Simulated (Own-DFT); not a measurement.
# Composition and what it changes: diamond-structure SiGe

These are calculations, not measurements. The program, named Own-DFT, is a retired in-house plane-wave density functional code that no person has reviewed. Each row is one single-point run on a periodic cell that was not relaxed, without spin or spin-orbit coupling.

Settings of every run: PBE; PseudoDojo norm-conserving scalar-relativistic files; cutoff 42 hartree; 5 x 5 x 5 k mesh centred on Gamma; Fermi-Dirac smearing of 0.1 eV.

Known limits, some of them of some rows only: forces on such cells failed a check on a denser k mesh; forces on such cells moved up to 12 meV/angstrom on a denser k mesh; forces on such cells passed a denser k mesh, each cell not checked; stress not checked against mesh or cutoff.

Each cell has 16 atoms, with Ge and Si placed at random on their shared sites; x is the share of Ge. Lattice constants follow the straight line between measured values of the end members, and atoms start on the ideal sites of that lattice. Every atom was also moved at random, by a Gaussian of width 0.03 Å on each axis. u is the rms move along one axis. dE is the free energy for each Ge or Si site above the straight-line part, a + b x, of the fit below.

```
x,cell,u (Å),volume (Å³/atom),P (GPa),dE (meV/site)
0.125,Ge2Si14,0.0278,20.340,2.22,16.8
0.125,Ge2Si14,0.0306,20.340,2.13,13.5
0.125,Ge2Si14,0.0320,20.340,2.31,23.8
0.125,Ge2Si14,0.0303,20.340,2.23,17.9
0.250,Ge4Si12,0.0264,20.659,?,?
0.500,Ge8Si8,0.0264,21.306,2.82,35.8
0.500,Ge8Si8,0.0308,21.306,2.84,43.5
0.500,Ge8Si8,0.0267,21.306,2.72,30.8
0.500,Ge8Si8,0.0302,21.306,2.85,36.6
0.750,Ge12Si4,0.0314,21.966,3.27,28.2
0.750,Ge12Si4,0.0327,21.966,3.46,44.5
0.750,Ge12Si4,0.0277,21.966,3.28,27.2
0.750,Ge12Si4,0.0280,21.966,3.21,22.4
0.875,Ge14Si2,0.0298,22.302,3.57,18.3
0.875,Ge14Si2,0.0321,22.302,3.58,20.9
0.875,Ge14Si2,0.0275,22.302,3.51,13.8
0.875,Ge14Si2,0.0304,22.302,3.56,15.5
```

## Worked fit

Fit E = a + b x + W x (1 - x) + k (u² - 0.03²) to the rows shown. It gives W = 160 ± 18 meV/site and k = 36 ± 9 eV/Å², with a scatter of 4.1 meV/site. Part of W is bond strain that relaxing the atoms would remove. The pressures follow P = 2.05 + 1.26 x + 0.53 x² GPa, with a scatter of 0.07.

## Withheld member

Question: what pressure and dE should the cell at x = 0.250 give?

The fits give 2.4 GPa and 23 meV/site. The calculation gave 2.37 GPa and 25.6 meV/site.
